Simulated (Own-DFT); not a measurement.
# Computed records: SiC (4H silicon carbide, atoms displaced), GaN (wurtzite, strained, atoms displaced), SiC (4H silicon carbide, strained, atoms displaced)

A calculation, not a measurement: plane-wave PBE density functional theory by an unreviewed code, no spin, of a simulated periodic cell, stress positive in tension, free energy of the whole cell less one offset for each atom, forces on such cells passed a denser k mesh, this cell's mesh not checked; offsets are fitted by least squares, one for each functional and potential file, so energies compare only between cells with the same atoms and settings and are not formation energies; the far tail of each file's local potential was reset to the Coulomb form; each entry is a single point on an unrelaxed cell, so the pressure reflects the starting lattice, mostly measured values (interpolated for alloys), from which strain is counted, and rises with the displacements; printed positions are rounded, which can move forces by about a meV/angstrom; the program, named Own-DFT, is a retired in-house code; no spin-orbit coupling. Program: Own-DFT development build.

Settings shared by all entries: functional PBE.

(1) SiC (4H silicon carbide, atoms displaced)

```
cell vectors (Å)
   6.1654     0.0000     0.0000
  -3.0827     5.3394     0.0000
   0.0000     0.0000    10.0681
atoms (fractions of the cell vectors)
Si  0.98618  0.99367  0.41324
Si  0.13066  0.33850  0.18495
C   0.02536  0.02500  0.10825
C   0.15777  0.33779  0.34800
Si  0.01296  0.51747  0.41687
Si  0.17174  0.82522  0.15706
C   0.01003  0.52034  0.09934
C   0.17983  0.81657  0.33925
Si  0.50766  0.00734  0.42483
Si  0.67738  0.30421  0.16925
C   0.49345  0.00421  0.11375
C   0.66243  0.35032  0.34909
Si  0.51904  0.51448  0.39903
Si  0.68703  0.86896  0.16154
C   0.46764  0.47766  0.07663
C   0.66162  0.81268  0.33881
Si  0.00994  0.01378  0.91390
Si  0.84281  0.68571  0.65285
C   0.98427  0.01139  0.60763
C   0.81824  0.64303  0.84975
Si  0.03746  0.53088  0.88716
Si  0.84881  0.19916  0.67109
C   0.99060  0.49734  0.58135
C   0.81700  0.16987  0.83910
Si  0.49010  0.01813  0.90886
Si  0.32507  0.69336  0.64407
C   0.51352  0.00382  0.58575
C   0.35273  0.69806  0.84107
Si  0.48320  0.45822  0.92190
Si  0.31760  0.16421  0.65957
C   0.50264  0.50702  0.59285
C   0.34703  0.17000  0.84835
```

Settings of this run: potential files PseudoDojo norm-conserving, scalar-relativistic, standard set, wave cutoff 42 hartree, occupations Fermi-Dirac, smearing width 0.1 eV, hardware one NVIDIA H100 and k mesh 5 x 5 x 3 centred on Gamma.

The calculation gives: free energy of cell above offsets 6.901 eV; pressure 12.82 GPa; stress xx -4.36 GPa; stress yy -12.34 GPa; stress zz -21.76 GPa; stress yz 0.89 GPa; stress xz 0.35 GPa; stress xy 1.55 GPa; wall time 115.5 s.

Force:
| element | x (eV/Å) | y (eV/Å) | z (eV/Å) |
| --- | --- | --- | --- |
| Si | 1.5 | 0.58 | -0.984 |
| Si | 3.988 | 0.949 | -7.899 |
| C | -1.608 | -1.3 | -1.387 |
| C | 0.977 | -0.867 | 5.603 |
| Si | -0.904 | -1.853 | -5.401 |
| Si | -2.023 | 1.977 | 1.685 |
| C | -0.747 | -3.457 | -1.787 |
| C | -1.354 | 2.962 | 2.943 |
| Si | -0.589 | 0.12 | -8.748 |
| Si | -3.171 | 5.983 | -1.159 |
| C | 1.755 | -1.482 | -4.079 |
| C | 3.905 | -2.763 | -0.01 |
| Si | -3.31 | -2.863 | 2.767 |
| Si | 0.835 | -4.323 | -2.189 |
| C | 0.054 | 1.816 | 11.72 |
| C | -0.481 | 4.946 | 1.361 |
| Si | -1.411 | -1.837 | 0.053 |
| Si | -1.858 | -2.615 | 2.165 |
| C | 1.674 | 0.406 | -1.931 |
| C | 0.359 | 2.668 | -0.883 |
| Si | -2.922 | -2.367 | 3.607 |
| Si | -1.146 | -2.281 | -3.884 |
| C | -0.082 | 2.104 | 6.001 |
| C | 2.265 | 1.218 | 4.245 |
| Si | 4.485 | -2.347 | 1.998 |
| Si | 3.106 | -2.611 | 2.281 |
| C | -1.469 | 2.118 | 6.704 |
| C | 0.987 | -1.097 | -1.316 |
| Si | 0.743 | 5.933 | -7.315 |
| Si | 1.799 | 1.892 | -0.873 |
| C | -0.872 | 0.022 | -0.291 |
| C | -4.488 | -1.635 | -2.993 |

(2) GaN (wurtzite, strained, atoms displaced)

```
cell vectors (Å)
  12.7560     0.0000     0.0000
  -4.7835     8.2853     0.0000
   0.0000     0.0000    10.6552
atoms (fractions of the cell vectors)
Ga  0.08403  0.23647  0.00217
Ga  0.16126  0.10873  0.25535
N   0.08904  0.22696  0.18266
N   0.16539  0.11144  0.43361
Ga  0.08169  0.21080  0.49397
Ga  0.17493  0.11759  0.74774
N   0.08405  0.23000  0.69336
N   0.16235  0.10672  0.93593
Ga  0.08328  0.55717  0.00462
Ga  0.17109  0.44847  0.24268
N   0.08041  0.55440  0.19651
N   0.16599  0.45108  0.43599
Ga  0.08463  0.55568  0.50471
Ga  0.16570  0.44703  0.74767
N   0.09273  0.56402  0.68836
N   0.16430  0.43915  0.93968
Ga  0.08407  0.89283  0.00677
Ga  0.16498  0.77730  0.25335
N   0.09030  0.88968  0.19589
N   0.16830  0.77497  0.44550
Ga  0.08806  0.89725  0.50482
Ga  0.16694  0.77407  0.75274
N   0.08760  0.89053  0.68973
N   0.16471  0.77832  0.94397
Ga  0.33533  0.22492  0.00043
Ga  0.41200  0.10852  0.25229
N   0.33941  0.22496  0.18082
N   0.41754  0.11775  0.44615
Ga  0.32496  0.21624  0.49626
Ga  0.41828  0.11117  0.75166
N   0.33107  0.21656  0.69077
N   0.41294  0.11508  0.93624
Ga  0.33476  0.55305  0.00024
Ga  0.41659  0.44444  0.23718
N   0.32771  0.55257  0.18335
N   0.41255  0.44665  0.43817
Ga  0.32828  0.54774  0.49804
Ga  0.42334  0.44444  0.75739
N   0.33222  0.55654  0.68298
N   0.41742  0.44929  0.94414
Ga  0.33464  0.89180  0.00069
Ga  0.42131  0.77349  0.24851
N   0.33370  0.89376  0.18532
N   0.42127  0.77955  0.44454
Ga  0.32794  0.88218  0.50450
Ga  0.42090  0.77841  0.75717
N   0.32793  0.88430  0.68267
N   0.42217  0.77701  0.94662
Ga  0.58446  0.22860  0.99816
Ga  0.67490  0.11181  0.24647
N   0.57867  0.21280  0.18958
N   0.66926  0.11502  0.43502
Ga  0.56889  0.21869  0.50762
Ga  0.67177  0.10706  0.75199
N   0.59182  0.22534  0.69032
N   0.66346  0.11178  0.94268
Ga  0.58553  0.54953  0.99585
Ga  0.66976  0.44346  0.25105
N   0.57675  0.55778  0.18854
N   0.65793  0.42741  0.43268
Ga  0.57612  0.55183  0.49611
Ga  0.66427  0.43499  0.74835
N   0.58774  0.55003  0.68313
N   0.66577  0.44879  0.93735
Ga  0.58854  0.88375  0.99428
Ga  0.66390  0.77405  0.25023
N   0.58596  0.88446  0.18518
N   0.67234  0.78006  0.43966
Ga  0.58294  0.89941  0.49992
Ga  0.67534  0.78423  0.75401
N   0.58119  0.88622  0.69245
N   0.67446  0.78974  0.93586
Ga  0.84044  0.22222  0.00391
Ga  0.92125  0.11580  0.25359
N   0.84089  0.22976  0.18041
N   0.91554  0.10277  0.44723
Ga  0.83485  0.22756  0.49961
Ga  0.91341  0.10502  0.74945
N   0.82770  0.21988  0.69376
N   0.92033  0.11951  0.93553
Ga  0.83438  0.55607  0.00769
Ga  0.91905  0.45611  0.25344
N   0.84236  0.56249  0.19834
N   0.91965  0.43664  0.44361
Ga  0.84441  0.57705  0.50470
Ga  0.92191  0.45395  0.74764
N   0.83810  0.56127  0.68058
N   0.92327  0.44596  0.93793
Ga  0.83201  0.89141  0.98993
Ga  0.92202  0.78749  0.24581
N   0.83331  0.89106  0.19211
N   0.91692  0.77625  0.44383
Ga  0.83288  0.88343  0.49588
Ga  0.92039  0.76709  0.74879
N   0.82891  0.89578  0.68796
N   0.92407  0.77927  0.94782
```

It was run with potential files PseudoDojo norm-conserving, scalar-relativistic, standard set with the stringent files for Ga, wave cutoff 96 hartree, occupations Gaussian, smearing width 0.01 eV and k mesh 3 x 4 x 3 centred on Gamma.

The calculation gives: free energy of cell above offsets -4.575 eV; pressure 2.37 GPa; stress xx -5.54 GPa; stress yy -5.62 GPa; stress zz 4.05 GPa; stress yz 0.03 GPa; stress xz 0.07 GPa; stress xy -0.85 GPa.

Force:
| element | x (eV/Å) | y (eV/Å) | z (eV/Å) |
| --- | --- | --- | --- |
| Ga | 1.118 | -2.852 | -0.54 |
| Ga | 1.223 | 0.796 | -1.799 |
| N | -0.522 | -0.542 | 1.13 |
| N | 0.295 | -0.64 | 0.253 |
| Ga | -1.405 | 2.397 | 1.706 |
| Ga | -2.206 | -0.782 | 1.426 |
| N | 0.516 | -1.49 | -1.309 |
| N | 0.239 | 1.167 | 0.483 |
| Ga | 0.484 | 0.231 | 0.227 |
| Ga | -1.382 | -0.396 | 1.706 |
| N | 0.709 | 0.546 | -1.186 |
| N | 0.583 | -1.522 | -0.549 |
| Ga | 0.044 | -0.269 | -0.32 |
| Ga | 1.098 | -0.081 | 0.669 |
| N | -1.459 | -1.004 | -0.096 |
| N | 0.153 | 2.646 | -0.676 |
| Ga | 0.898 | 0.551 | -0.153 |
| Ga | 1.632 | -0.294 | 0.642 |
| N | -1.454 | 0.565 | -0.7 |
| N | -1.366 | 0.515 | -1.178 |
| Ga | 0.232 | -1.486 | 0.046 |
| Ga | 0.014 | 1.183 | 0.711 |
| N | -0.499 | 0.083 | -0.237 |
| N | 0.638 | 0.009 | -0.578 |
| Ga | -1.235 | -0.752 | -0.324 |
| Ga | 0.936 | 0.369 | 0.275 |
| N | -1.299 | -0.519 | 1.163 |
| N | -1.978 | -2.237 | -1.479 |
| Ga | 1.212 | 1.652 | 0.97 |
| Ga | 0.13 | -0.58 | -0.294 |
| N | 1.194 | 1.399 | -1.023 |
| N | 1.251 | -0.264 | -0.268 |
| Ga | -1.293 | 0.522 | -0.057 |
| Ga | -0.876 | -0.517 | 1.703 |
| N | 1.397 | 0.769 | -0.031 |
| N | 0.328 | -1.212 | -1.089 |
| Ga | -0.116 | 1.186 | 0.539 |
| Ga | -1.089 | 0.227 | -1.29 |
| N | 0.815 | -0.213 | 1.328 |
| N | 1.053 | -0.484 | -1.033 |
| Ga | 0.099 | -0.08 | 0.162 |
| Ga | -0.957 | 0.869 | 0.495 |
| N | 0.329 | -1.099 | 0.729 |
| N | -1.044 | -0.453 | -1.324 |
| Ga | 1.296 | 0.669 | -0.537 |
| Ga | -0.975 | -0.553 | -0.679 |
| N | 1.136 | 0.716 | 1.86 |
| N | -1.058 | -0.044 | -1.05 |
| Ga | -0.01 | -1.348 | 0.911 |
| Ga | -1.031 | -0.176 | 0.2 |
| N | 0.577 | 1.126 | -0.611 |
| N | -0.364 | 0.129 | 0.123 |
| Ga | 3.3 | 0.963 | -0.223 |
| Ga | -1.431 | -0.202 | 0.915 |
| N | -1.004 | -1.588 | -0.099 |
| N | 0.972 | 0.13 | -0.482 |
| Ga | -1.468 | 1.725 | 1.296 |
| Ga | -0.818 | -0.679 | 0.295 |
| N | 2.363 | -0.096 | -1.148 |
| N | 0.242 | 2.286 | 0.83 |
| Ga | 1.169 | 0.266 | -0.04 |
| Ga | 0.435 | 1.631 | -0.018 |
| N | -0.681 | 0.622 | 0.919 |
| N | 1.733 | -0.304 | -0.442 |
| Ga | -1.466 | 1.524 | 1.482 |
| Ga | 0.606 | 0.522 | 0.756 |
| N | -0.241 | 0.505 | -0.199 |
| N | -1.498 | -0.736 | -0.433 |
| Ga | 1.379 | -0.658 | 0.443 |
| Ga | -1.529 | -1.375 | -1.036 |
| N | 0.706 | 0.241 | -0.409 |
| N | 0.101 | -2.407 | -0.474 |
| Ga | -1.613 | 0.305 | -1.207 |
| Ga | -0.383 | -0.126 | -0.086 |
| N | -0.051 | -0.015 | 1.855 |
| N | -0.256 | 1.047 | -1.494 |
| Ga | -0.292 | -1.639 | 1.091 |
| Ga | 0.331 | 1.923 | 0.133 |
| N | 1.809 | 1.431 | -1.054 |
| N | 0.331 | -1.174 | 0.014 |
| Ga | 0.688 | -0.099 | -0.388 |
| Ga | 1.311 | -2.001 | 1.135 |
| N | -2.081 | 0.196 | -1.433 |
| N | -0.939 | 2.278 | -0.736 |
| Ga | -0.385 | -4.542 | -0.937 |
| Ga | 0.391 | -1.32 | 0.439 |
| N | -0.334 | -1.157 | 1.43 |
| N | -1.45 | 0.083 | -0.138 |
| Ga | 2.005 | 0.965 | 1.642 |
| Ga | -0.393 | -0.253 | 0.902 |
| N | 0.248 | 0.173 | -0.849 |
| N | 0.915 | 2.515 | -1.691 |
| Ga | -0.578 | 0.222 | 1.189 |
| Ga | -0.917 | 2.329 | 1.006 |
| N | 2.411 | -1.25 | -0.6 |
| N | -1.646 | -0.695 | -1.203 |

(3) SiC (4H silicon carbide, strained, atoms displaced)

```
cell vectors (Å)
   9.2198     0.0893    -0.0610
  -4.5325     8.1177     0.0666
  -0.0664     0.0453    10.0810
atoms (fractions of the cell vectors)
Si  0.00917  0.00609  0.39897
Si  0.11343  0.23252  0.16293
C   0.99300  0.99816  0.10009
C   0.10747  0.22343  0.33838
Si  0.00838  0.33985  0.40441
Si  0.10949  0.55748  0.16050
C   0.99678  0.32796  0.09595
C   0.11484  0.55782  0.34699
Si  0.99430  0.66672  0.41040
Si  0.10422  0.88957  0.15947
C   0.99788  0.65478  0.09688
C   0.10832  0.89174  0.34696
Si  0.33424  0.99638  0.40397
Si  0.44695  0.22368  0.15927
C   0.33457  0.99405  0.09836
C   0.44042  0.22025  0.35339
Si  0.33639  0.33565  0.40466
Si  0.44955  0.55674  0.15877
C   0.33878  0.34030  0.09901
C   0.45633  0.55523  0.34405
Si  0.33030  0.66986  0.40181
Si  0.43927  0.89140  0.15388
C   0.32564  0.66332  0.09664
C   0.44065  0.89463  0.34412
Si  0.66615  0.99354  0.40426
Si  0.77786  0.22655  0.15360
C   0.66626  0.00012  0.08637
C   0.78336  0.22431  0.34548
Si  0.66915  0.33653  0.39983
Si  0.78276  0.55519  0.15690
C   0.66332  0.33294  0.08688
C   0.77726  0.55993  0.34143
Si  0.66678  0.67545  0.40265
Si  0.78510  0.89115  0.14796
C   0.66431  0.66140  0.09577
C   0.77959  0.88579  0.34820
Si  0.99256  0.98652  0.90948
Si  0.89807  0.77359  0.65221
C   0.00646  0.99645  0.59468
C   0.89687  0.77567  0.84709
Si  0.99921  0.66543  0.90255
Si  0.86957  0.43373  0.66320
C   0.00177  0.66683  0.59353
C   0.87812  0.43768  0.83516
Si  0.01065  0.34511  0.90782
Si  0.89261  0.11342  0.65263
C   0.99190  0.32851  0.59187
C   0.88665  0.09737  0.85410
Si  0.66786  0.00093  0.91423
Si  0.56099  0.78613  0.65503
C   0.67279  0.01091  0.59436
C   0.55687  0.77980  0.83812
Si  0.67279  0.66104  0.90942
Si  0.55922  0.44319  0.66366
C   0.66976  0.67981  0.60085
C   0.55951  0.44929  0.84362
Si  0.66729  0.33208  0.90233
Si  0.55877  0.10908  0.64207
C   0.66010  0.32698  0.58971
C   0.54843  0.10577  0.84061
Si  0.33620  0.99553  0.90859
Si  0.22808  0.78280  0.65099
C   0.33648  0.00693  0.59647
C   0.22777  0.78591  0.83979
Si  0.32983  0.66339  0.91487
Si  0.21189  0.43528  0.65775
C   0.31773  0.65340  0.58789
C   0.22327  0.44712  0.84515
Si  0.34074  0.34059  0.91064
Si  0.21465  0.10139  0.65959
C   0.33582  0.34500  0.58153
C   0.20668  0.10348  0.83535
```

It was run with potential files PseudoDojo norm-conserving, scalar-relativistic, standard set, wave cutoff 42 hartree, occupations Fermi-Dirac, smearing width 0.1 eV, hardware one NVIDIA H100 and k mesh 4 x 4 x 3 centred on Gamma.

It finds free energy of cell above offsets -5.925 eV; pressure 1.75 GPa; stress xx -5.8 GPa; stress yy 5.61 GPa; stress zz -5.08 GPa; stress yz 1.37 GPa; stress xz -1.51 GPa; stress xy 4.28 GPa; wall time 368 s.

Force:
| element | x (eV/Å) | y (eV/Å) | z (eV/Å) |
| --- | --- | --- | --- |
| Si | -1.797 | -0.368 | 2.124 |
| Si | 0.876 | -1.379 | -2.39 |
| C | 2.297 | 1.462 | -1.255 |
| C | 1.276 | 0.515 | 2.064 |
| Si | -1.254 | -0.708 | 0.635 |
| Si | 1.157 | -1.532 | 0.201 |
| C | -0.534 | 2.06 | -0.581 |
| C | -1.133 | 0.021 | -0.615 |
| Si | 0.727 | 0.082 | -0.704 |
| Si | 1.497 | -0.86 | -0.186 |
| C | -1.384 | 2.228 | -1.309 |
| C | 1.656 | -1.08 | -0.729 |
| Si | -1.994 | 1.367 | 1.529 |
| Si | -0.109 | -0.568 | 0.15 |
| C | -3.198 | 1.948 | -1.112 |
| C | 1.175 | -0.112 | -2.108 |
| Si | -0.521 | 0.262 | -0.4 |
| Si | -0.645 | 0.32 | 0.051 |
| C | -0.449 | -0.98 | -0.525 |
| C | -2.579 | 0.306 | -0.426 |
| Si | 1.505 | -0.419 | 0.885 |
| Si | 2.82 | -1.43 | 0.833 |
| C | 1.038 | 0.536 | 0.739 |
| C | 2.268 | -1.449 | -0.663 |
| Si | -0.26 | 1.59 | 0.237 |
| Si | 0.291 | -1.136 | 0.375 |
| C | -0.461 | -0.079 | 3.846 |
| C | -0.522 | -0.306 | -0.856 |
| Si | -0.184 | -0.211 | 0.926 |
| Si | -0.899 | -0.631 | -0.345 |
| C | 0.378 | 0.377 | 1.285 |
| C | 0.416 | -0.516 | 0.708 |
| Si | 1.371 | -1.221 | 1.998 |
| Si | -2.68 | -1.44 | 2.032 |
| C | 0.727 | 1.151 | -0.616 |
| C | -0.057 | 1.473 | -1.827 |
| Si | 0.719 | 1.541 | -0.132 |
| Si | -2.546 | 1.298 | 0.963 |
| C | -1.563 | 0.078 | -1.379 |
| C | -1.711 | -0.491 | -0.632 |
| Si | 1.788 | -0.505 | 0.565 |
| Si | 2.185 | 0.947 | -3.975 |
| C | 0.368 | -1.339 | 0.242 |
| C | 1.465 | 1.097 | 3.559 |
| Si | -0.863 | -2.926 | -0.127 |
| Si | 0.526 | -1.07 | 1.577 |
| C | 0.213 | 0.602 | 0.569 |
| C | -1.256 | 2.493 | -1.73 |
| Si | -0.309 | -0.568 | -4.139 |
| Si | -1.456 | -0.663 | 0.221 |
| C | 1.056 | -2.167 | -1.482 |
| C | 0.086 | -0.493 | 2.583 |
| Si | -1.416 | 1.582 | -1.129 |
| Si | -1.872 | 0.921 | -2.868 |
| C | 2.007 | -1.901 | -1.555 |
| C | -0.101 | -0.993 | 0.993 |
| Si | -0.8 | -1.531 | -0.021 |
| Si | -1.831 | 0.583 | 2.942 |
| C | -0.139 | 1.18 | 0.065 |
| C | 1.043 | 1.275 | -0.011 |
| Si | -1.512 | 0.947 | -0.947 |
| Si | -0.033 | -0.597 | 0.536 |
| C | 0.489 | -1.503 | -1.592 |
| C | -0.204 | -2.044 | 0.949 |
| Si | 0.658 | 1.31 | -2.624 |
| Si | 0.522 | 1.136 | -1.003 |
| C | 1.235 | 2.042 | 0.572 |
| C | 0.279 | 0.238 | 0.287 |
| Si | -0.725 | -1.672 | -0.892 |
| Si | 0.703 | 2.307 | -1.781 |
| C | 0.333 | -1.571 | 3.58 |
| C | 1.849 | 1.179 | 3.846 |
